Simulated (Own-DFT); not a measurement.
# Computed records: GaP (zincblende, strongly disordered by large displacements), InAs (zincblende, strongly disordered by large displacements)

Computed with Own-DFT development build. A calculation, not a measurement: plane-wave PBE density functional theory by an unreviewed code, no spin, of a simulated periodic cell, stress positive in tension, free energy of the whole cell less one offset for each atom, forces on such cells passed a denser k mesh, this cell's mesh not checked; broken bonds can close the gap or carry spin, so checks made on this kind of crystal may not hold here; offsets are fitted by least squares, one for each functional and potential file, so energies compare only between cells with the same atoms and settings and are not formation energies; the far tail of each file's local potential was reset to the Coulomb form; each entry is a single point on an unrelaxed cell, so the pressure reflects the starting lattice, mostly measured values (interpolated for alloys), from which strain is counted, and rises with the displacements; printed positions are rounded, which can move forces by about a meV/angstrom; the program, named Own-DFT, is a retired in-house code; no spin-orbit coupling.

Settings shared by all entries: functional PBE; potential files PseudoDojo norm-conserving, scalar-relativistic, standard set; wave cutoff 42 hartree; occupations Fermi-Dirac; smearing width 0.1 eV; k mesh 3 x 3 x 3 centred on Gamma.

(1) 
```xyz
64
Lattice="10.9010 0.0000 0.0000 0.0000 10.9010 0.0000 0.0000 0.0000 10.9010" Properties=species:S:1:pos:R:3:force_x:R:1:force_y:R:1:force_z:R:1 formula=GaP hardware=one_NVIDIA_H100 free_energy_of_cell_above_offsets=8.238 pressure=13.04 stress_xx=-13.07 stress_yy=-12.47 stress_zz=-13.59 stress_yz=1.53 stress_xz=0.03 stress_xy=-1.8 wall_time=547.7
Ga     0.0462     0.1744    10.4286      4.033     -0.144      9.697
Ga    10.7586     2.7382     3.2554     -0.909     -0.493     -3.317
Ga     2.4091    10.7863     2.8934      5.322      4.614     -5.277
Ga     2.8050     2.7067    10.8803     -0.676      0.671      0.178
P      1.2187     1.5434     1.3808     -0.134     -1.131     -0.225
P      1.3054     4.1002     4.0918      1.299      1.062      0.286
P      4.0772     1.8099     4.0776      -0.34     -6.029      1.303
P      3.9590     4.0921     1.5358     -1.361      2.619     -4.348
Ga    10.8984     0.1736     5.3673     -1.672     -0.132       0.84
Ga     0.1085     2.6765     8.3458      -2.19     -2.472     -2.175
Ga     2.8403     0.2849     8.3571       0.94     -1.737      0.963
Ga     2.5586     2.6282     5.3248      0.422      2.488      1.398
P      1.6609     1.1982     6.7496      -2.95      1.204      0.128
P      1.3019     4.2410     9.0965     -2.963     -4.073      7.363
P      4.4290     1.5998     9.6086     -2.541     -3.448      4.474
P      4.4341     4.2096     6.8047     -2.429     -0.292      0.094
Ga    10.8608     5.6717     0.0479     -0.043     -0.885     -0.142
Ga    10.7584     8.1203     2.6869       0.12     -0.764      1.838
Ga     2.7945     5.7640     2.6979     -3.423     -8.284      -5.64
Ga     2.7721     8.3007     0.1285     -5.308     -2.874     -6.262
P      1.6329     6.9444     1.5473     -5.217      1.927      -3.34
P      1.2494     9.7426     4.0583     -3.597     -5.286       3.88
P      3.7727     6.5042     4.0505       6.29      7.218      8.592
P      4.0638     9.0700     1.2816      6.773      5.921      6.606
Ga     0.1745     5.4587     5.4850      -2.27     -0.531     -0.185
Ga    10.7536     8.0339     8.0938      4.307      5.003     -3.765
Ga     2.4042     5.5248     8.2246      8.193      3.525     -2.405
Ga     2.3672     8.3572     5.8619      -0.68      0.195     -4.115
P      1.3841     6.7700     6.8349     -1.742      0.546      0.243
P      1.1932     9.7709     9.5193      5.116      -5.63      -2.94
P      4.1761     6.7318     9.7355     -3.555      1.065      -1.59
P      3.9247     9.4689     6.6397      1.821      0.164       4.43
Ga     5.9759    10.4261     0.3226     -2.843     -0.085     -0.393
Ga     5.1319     3.0931     2.8619      4.477     -0.626      0.683
Ga     8.0500    10.7986     2.6038     -1.512      0.512      2.224
Ga     7.8629     2.4288     0.1695       4.98      4.402     -4.418
P      6.8483     1.2698     1.3928     -4.685     -1.658       3.69
P      7.0166     4.0205     4.1339     -6.299     -3.789      6.874
P      9.0264     1.4127     3.9808      3.946     -4.191     -1.565
P      9.4246     3.9625     1.4430      0.093      0.351     -0.264
Ga     5.2724    10.8050     5.6957      2.346      2.411     -2.771
Ga     5.2123     2.3368     7.9346      2.004      3.951     -3.753
Ga     7.9163     0.1411     8.3204      0.051     -1.966     -1.554
Ga     8.5428     2.8567     5.2392     -2.076      2.561      4.239
P      6.9420     1.4753     6.8285     -0.677     -0.979      -1.49
P      7.1197     3.9710     9.3337     -1.723     -1.931      1.827
P      9.5169     0.9124     9.5053     -6.364       7.21     -3.375
P      9.4062     4.0075     6.9058      3.325     -0.463     -0.707
Ga     5.7239     5.4258    10.4189      0.353     -1.966      1.603
Ga     5.8118     7.9234     2.7128     -3.495        1.7      1.917
Ga     7.6336     5.0574     2.7248      5.855       6.06     -7.902
Ga     7.9640     8.0628     0.2707       2.82      1.313     -1.151
P      6.6553     6.6413     1.3056      1.012     -3.093     -1.123
P      6.8272     9.4515     4.0456     -0.758      0.409      1.877
P      9.4506     6.6947     4.3155     -0.214      0.668     -0.813
P      9.4407     9.6204     1.6480      2.306     -2.197     -4.111
Ga     5.3968     5.7300     5.2783      1.689     -1.838      1.769
Ga     5.4832     7.9246     8.2837     -3.215      2.929      1.247
Ga     8.1620     5.3768     8.0445      2.522      0.042       1.64
Ga     8.2150     8.4148     5.8361     -6.643     -7.068     -6.336
P      6.7570     6.6893     7.2700      0.292      0.694     -6.085
P      6.8835     9.3392     9.4946     -0.069      0.033     -0.014
P      9.6538     6.9567     9.2490     -5.009     -4.744      6.496
P      9.4401     9.4426     6.7774      6.877       7.33      5.153
```

Units: free_energy_of_cell_above_offsets in eV; pressure, stress_xx, stress_yy, stress_zz, stress_yz, stress_xz, stress_xy in GPa; wall_time in s; force_x, force_y, force_z in eV/Å.

(2) 
```xyz
64
Lattice="10.9010 0.0000 0.0000 0.0000 10.9010 0.0000 0.0000 0.0000 10.9010" Properties=species:S:1:pos:R:3:force_x:R:1:force_y:R:1:force_z:R:1 formula=GaP hardware=one_NVIDIA_H100 free_energy_of_cell_above_offsets=31.430 pressure=16.3 stress_xx=-15.45 stress_yy=-17.06 stress_zz=-16.39 stress_yz=4.56 stress_xz=0.42 stress_xy=-2.95 wall_time=658.5
Ga     0.1911    10.4654    10.8243     -0.555     -0.031      2.124
Ga    10.4981     2.6930     2.6644      1.588      2.396     -5.355
Ga     2.6594     0.3131     2.3868     -0.571     -0.859      1.093
Ga     2.7078     3.0503    10.6653     -0.759     -3.965     -1.801
P      1.1191     1.4984     0.9880     -0.384      0.805      0.366
P      1.0955     4.2464     3.7123     -0.316     -0.445      1.823
P      4.2004     1.7148     4.1684     -1.871      1.678     -3.001
P      3.8049     4.1268     1.1154      2.817      2.814      3.514
Ga    10.3182     0.0745     5.5984      2.482     -4.019        2.2
Ga     0.2974     3.1893     7.8731     -2.697     -2.912     -4.931
Ga     2.6943     0.1672     8.4392     -2.627     -2.244     -1.824
Ga     2.2771     2.7273     5.2044      0.836      2.401     -2.009
P      1.6918     1.2215     6.5460     -3.179     -1.868      2.501
P      1.2058     3.9597     9.4261      1.554      4.506      3.589
P      4.1071     1.2452     9.4922       3.15      2.495      3.081
P      3.8210     3.7159     6.7973      1.858     -0.192     -0.624
Ga    10.4009     5.9700     0.1308      4.096     -1.365      4.488
Ga    10.2601     8.1319     2.9201      3.785       4.02     -4.568
Ga     2.5231     5.8664     3.3243     -4.831     -2.702     -1.023
Ga     2.6891     8.1584    10.8283      0.288     -3.573      -0.64
P      0.7874     7.4724     1.3013      1.115     -1.997      0.727
P      1.1551     9.5161     4.0080      0.241      0.821      0.473
P      4.1405     6.9562     3.1608     -1.385      0.405      0.769
P      3.5634     9.3309     1.2737      3.982      3.244      3.882
Ga     0.1206     5.8536     5.6871     -0.855     -0.244     -6.219
Ga    10.5041     8.8215     8.5647      -1.07     -0.324       -1.6
Ga     2.9539     5.5580     7.3919     -1.408      1.305      1.827
Ga     3.4095     8.0916     5.5082     -1.403       0.06      -1.15
P      1.5066     7.0036     6.4106      4.713      4.463      2.779
P      1.1772     8.9252     9.6751      4.406      3.187      0.061
P      3.8542     7.1085     9.1626     -3.887     -4.893      3.986
P      4.1866     9.8788     6.8835     -1.363     -3.195      3.459
Ga     6.2886     0.0449    10.7594     -3.116      5.446      4.382
Ga     5.4194     2.8650     2.5599      0.629      0.102     -0.588
Ga     8.2882    10.8346     2.7858      -0.11      1.491      5.495
Ga     7.9907     2.9563     0.4208       0.12      0.875     -2.918
P      7.8070     1.4189     1.6326     -5.072      1.237     -1.042
P      6.7313     4.0461     4.4281     -5.726      3.359     -2.341
P     10.1400     1.6786     4.3624     -3.265      1.085      1.911
P      9.3465     4.4289     0.9346      0.468      -1.38      4.966
Ga     4.6782     0.0515     5.2646      3.726       0.22     -1.586
Ga     5.5936     2.9489     8.4407     -3.324      -1.18     -1.425
Ga     8.1715    10.6302     8.8259      4.735      4.915     -3.873
Ga     7.7768     2.6746     5.3535      4.313     -4.965      4.017
P      6.3492     1.5550     6.9480      2.164     -1.902     -1.684
P      6.9957     3.7768     9.7039      0.379      4.226     -1.226
P     10.2053     1.4532    10.2774     -1.257      1.669     -1.768
P      9.6864     4.6962     6.5288     -5.223     -5.344      3.608
Ga     4.9618     6.1105     0.2343      0.346     -0.794     -0.307
Ga     5.8265     7.8997     3.0586      7.331      4.014     -1.081
Ga     8.1495     4.9054     3.1774      2.885      3.019     -3.121
Ga     8.4951     8.1611     0.1675     -0.395      0.308     -1.771
P      6.9890     6.8830     1.1505     -1.372     -1.314      1.859
P      7.5142     9.7506     4.2754     -4.641     -1.816      3.972
P      9.3474     7.3346     4.4261      2.444     -6.373      2.269
P      9.2688     9.7670     1.5160       5.61     -4.427     -4.988
Ga     5.1855     5.6761     5.3152     -0.548     -0.239      0.578
Ga     5.1249     8.0506     8.0347     -0.232      7.881      -0.17
Ga     7.9692     5.7356     8.0550      3.544     -2.646      2.339
Ga     7.6962     7.6882     5.4155     -4.572      1.798      2.335
P      6.5321     7.0138     7.2256      3.435     -3.087     -4.849
P      6.8039     9.4595     9.5941     -2.511     -8.985     -0.802
P     10.0923     6.9288     9.3967     -4.641      0.442     -5.634
P      9.3491     9.3984     7.0938     -3.874      2.593     -4.552
```

Units: free_energy_of_cell_above_offsets in eV; pressure, stress_xx, stress_yy, stress_zz, stress_yz, stress_xz, stress_xy in GPa; wall_time in s; force_x, force_y, force_z in eV/Å.

(3) 
```xyz
64
Lattice="12.1166 0.0000 0.0000 0.0000 12.1166 0.0000 0.0000 0.0000 12.1166" Properties=species:S:1:pos:R:3:force_x:R:1:force_y:R:1:force_z:R:1 formula=InAs hardware=one_NVIDIA_H200 free_energy_of_cell_above_offsets=-2.477 pressure=8.88 stress_xx=-9.22 stress_yy=-8.1 stress_zz=-9.32 stress_yz=-1.48 stress_xz=-1.87 stress_xy=-1.62 wall_time=1164
In    12.1128    12.1138     0.1803     -2.214     -1.547     -1.096
In    11.8524     2.8737     3.3694      1.484      1.275     -1.793
In     2.8877    12.0702     3.0353      0.954      0.268      1.054
In     2.9866     3.3844     0.0844     -0.228     -3.944     -0.344
As     1.4039     1.2577     1.6088      0.725      3.692      0.322
As     1.5107     4.3572     4.7024     -0.475      1.171     -0.966
As     4.4037     1.4738     4.7038      0.091      1.116     -1.199
As     4.2167     4.9096     1.3860       5.14     -2.409     -1.097
In     0.0645    12.0923     6.3288      0.353      -0.31     -0.999
In     0.0314     3.0192     9.1959     -1.359     -1.544     -1.262
In     2.9030    11.7848     9.1790     -0.681      2.411       0.47
In     3.1367     3.2207     6.3233      0.536     -0.749     -4.253
As     1.5914     1.8910     7.3711     -2.893      -3.82      2.946
As     1.5554     4.3867    10.4956      0.371      0.553     -0.592
As     4.6554     1.8865    10.4301     -4.971     -5.306      4.669
As     4.4343     4.4495     7.7274      2.643      3.565      1.945
In     0.2847     5.8149    12.0020     -1.669      1.647      2.191
In    12.1151     9.1680     3.0423      1.232     -1.816      0.727
In     2.8195     5.9199     2.7646     -2.594     -0.264      5.426
In     3.3851     9.1658    12.0454     -1.827      0.229       1.77
As     1.6135     7.5208     1.6040      -2.12      2.662     -2.816
As     1.8013    10.3022     4.4436     -2.005      1.555      0.667
As     4.0372     7.6009     4.2645      4.454     -3.206     -2.714
As     4.5978    10.7838     1.6324     -0.886     -2.168      1.581
In     0.0005     6.2227     6.1627      1.687      -2.82      1.656
In    12.0749     9.3452     9.3184     -3.713     -3.907     -5.103
In     2.9392     6.1752     9.3379      0.942      1.023     -1.004
In     3.3078     8.9602     5.8460     -1.295      2.522      5.152
As     1.6431     7.6234     7.4970     -0.244      0.645       1.33
As     1.2903    10.3975    10.6814      4.252      3.425      4.518
As     4.7414     7.8677    10.5362      1.507      -2.06     -1.364
As     4.3026    10.7843     7.4745      2.411     -1.337     -0.911
In     5.8111    11.8358    12.0598      2.542      3.023     -2.227
In     6.0747     3.0655     2.9659     -2.021      0.487      0.912
In     9.1898    11.8016     3.4611      0.163      2.333     -4.549
In     8.8471     3.2643    11.9810      3.824     -3.769      5.891
As     7.5188     1.5964     1.7247       1.32     -1.808     -2.012
As     7.6979     4.5728     4.3616      -0.87     -0.272      1.254
As    10.5522     1.1698     4.4451       1.69      2.466      4.186
As    10.4583     4.5902     1.6665      2.448      -2.18     -2.507
In     6.0941     0.2297     6.1058     -1.798     -2.503     -2.088
In     6.0030     3.0943     9.2198      2.072      0.949     -5.546
In     8.8831     0.1981     8.8972      5.107     -3.017      3.738
In     9.2293     3.1969     6.0431     -1.594     -2.261     -1.536
As     7.4870     1.2726     7.6183     -1.708      5.941     -1.733
As     7.6031     4.2146    10.4681     -1.308      5.673      -2.58
As    10.4948     1.5590    10.7311      0.236     -0.453     -0.433
As    10.6233     4.3758     7.5410       1.12      2.482      2.243
In     6.1339     5.7578    12.1125     -0.593      0.517     -1.609
In     6.1579     9.1091     3.2333     -1.404     -1.423     -1.289
In     9.2316     6.0659     3.0149     -0.516      2.159      1.443
In     8.6280     8.8889    12.0383      1.329     -0.832      2.312
As     7.4323     7.2044     1.5405      0.233      1.765      0.889
As     7.7097    10.5596     4.4641     -4.121     -2.856      4.701
As    10.8046     7.4324     4.6812     -1.924      1.879     -2.695
As    10.4336    10.4351     1.9155       -0.4      -0.02     -4.028
In     6.0166     5.9317     5.9756     -0.191      0.758     -0.006
In     6.5953     9.2955     8.8839     -3.321     -0.188     -0.854
In     9.2308     6.2512     9.6635     -1.107     -1.412     -2.762
In     9.3557     9.0341     6.1322     -1.981     -2.654     -5.514
As     7.8451     7.7731     7.4577     -1.503     -3.659      0.825
As     7.8166    10.5515    10.5140     -0.648      2.797      1.075
As    10.6803     7.7200    10.9151      1.474      0.287      0.816
As    10.4126    10.3836     7.4744      3.842      5.238      4.775
```

Units: free_energy_of_cell_above_offsets in eV; pressure, stress_xx, stress_yy, stress_zz, stress_yz, stress_xz, stress_xy in GPa; wall_time in s; force_x, force_y, force_z in eV/Å.
